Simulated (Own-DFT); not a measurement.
# Strain and stress in C40 NbSi2, 36 atoms (Nb12Si24)

Calculated results; nothing here was measured. They come from Own-DFT, an in-house plane-wave density functional program, since retired, whose code no person has reviewed. Each row is one single-point run on a periodic cell that was not relaxed, without spin or spin-orbit coupling.

Settings of every run: PBE; PseudoDojo norm-conserving scalar-relativistic files; cutoff 42 hartree; 4 x 4 x 5 k mesh centred on Gamma; cold (Marzari-Vanderbilt) smearing of 0.2 eV.

Known limits: forces on such cells failed a check on a denser k mesh; stress not checked against mesh or cutoff.

Unstrained cell vectors in Å: (0.000, 8.324, 0.000); (-9.613, 0.000, 0.000); (0.000, 0.000, 6.586). The unstrained cell was taken from the Materials Project. The random moves and any unrelaxed bonds add to the pressure at no strain. Each run strains this cell uniformly, with the atoms carried along. Every atom was also moved at random, by a Gaussian of width 0.05 Å on each axis. Strain is the symmetric tensor, in per cent. Stress is positive in tension, and the pressure is minus a third of its trace.

```
run,e_xx (%),e_yy (%),e_zz (%),e_yz (%),e_xz (%),e_xy (%),s_xx (GPa),s_yy (GPa),s_zz (GPa),s_yz (GPa),s_xz (GPa),s_xy (GPa),P (GPa),E (meV/atom)
1,0.76,0.42,-0.59,-0.32,-1.97,0.17,-0.16,-0.36,-6.48,-1.19,-7.30,0.47,2.34,13.7
2,-1.86,-1.89,0.01,1.58,1.60,0.02,-10.86,-12.21,-8.61,5.45,4.63,0.35,10.56,46.3
3,0.37,-1.92,-0.85,1.48,-1.48,1.26,-3.79,-10.31,-9.52,5.25,-4.54,3.97,7.87,26.7
4,1.21,-0.40,1.19,-1.33,-1.33,-0.48,1.59,-1.24,2.01,-3.75,-4.20,-1.40,-0.79,4.1
5,1.99,-1.60,1.22,-1.90,1.60,1.91,3.78,-6.29,1.49,-6.14,4.39,4.98,0.34,23.5
6,0.35,1.27,-1.28,1.56,1.19,-0.13,-1.55,1.77,-8.48,5.28,3.84,-0.89,2.75,7.8
7,-0.36,-0.73,0.51,1.88,1.33,1.22,-3.84,-4.60,-2.66,5.46,3.31,4.09,3.70,6.6
8,-0.01,-0.19,1.10,-1.26,-1.06,-1.71,-1.80,-3.29,1.47,-3.72,-3.03,-5.32,1.21,10.3
9,0.63,-1.64,1.34,1.18,-1.84,0.47,-0.14,-6.39,0.57,3.85,-5.58,1.29,1.98,7.0
10,1.63,0.63,0.32,-1.75,0.47,-1.03,3.16,0.91,-0.79,-5.43,0.61,-3.21,-1.10,12.4
11,-1.98,-0.93,-1.49,0.06,-0.93,-1.77,-11.69,-9.44,-14.10,0.13,-3.39,-6.26,11.74,29.6
12,-0.52,1.30,0.62,0.06,-1.61,-0.15,-2.86,2.20,-0.30,0.63,-4.72,-1.04,0.32,0.0
13,-0.14,-1.40,-1.13,0.25,1.73,0.37,-5.23,-8.67,-11.49,1.17,5.69,1.17,8.46,25.2
14,-1.25,1.82,-1.25,-1.38,0.46,0.97,-6.51,2.22,-8.99,-4.32,2.19,3.53,4.42,9.0
15,0.65,-0.82,-1.10,-1.01,1.33,-0.11,-1.57,-5.66,-9.42,-2.70,4.04,-0.62,5.55,13.2
16,0.37,-0.93,1.58,-0.66,1.94,0.57,?,?,?,?,?,?,?,?
```

E is the free energy for each atom above the lowest run shown.

## Worked fit

Each stress component was fitted by least squares to a constant and the strains of the runs shown, as fractions, with shears doubled. Shear strains stay in the fit of a normal stress only where such slopes are resolved. The slopes, in GPa:

| stress | at no strain | per e_xx | per e_yy | per e_zz | scatter |
|---|---|---|---|---|---|
| s_xx | -2.7 | 342 ± 9 | 78 ± 8 | 84 ± 10 | 0.35 |
| s_yy | -2.6 | 104 ± 15 | 379 ± 13 | 74 ± 17 | 0.60 |
| s_zz | -4.2 | 91 ± 11 | 114 ± 9 | 472 ± 12 | 0.43 |

Each shear stress against twice its own strain: yz 159 ± 5, xz 154 ± 7, xy 159 ± 8 GPa. These are stiffnesses along x, y and z of the frame in which the cell vectors are given, which need not be the crystal's axes. The atoms are held to the strained lattice; where symmetry lets them move under strain, relaxing them would lower some slopes. The table should be nearly symmetric about its diagonal, and what it lacks of that shows the noise. A ninth of its sum, 193 ± 4 GPa, estimates the bulk modulus near the mean pressure of these runs, 4.0 GPa, so it lies above the value at zero pressure.

## Withheld run

Question: what normal stresses and pressure should run 16 give?

The fit gives s_xx = -0.8, s_yy = -4.6, s_zz = 2.5 and P = 1.0 GPa. The calculation gave -0.39, -4.18, 1.74 and P = 0.94 GPa.
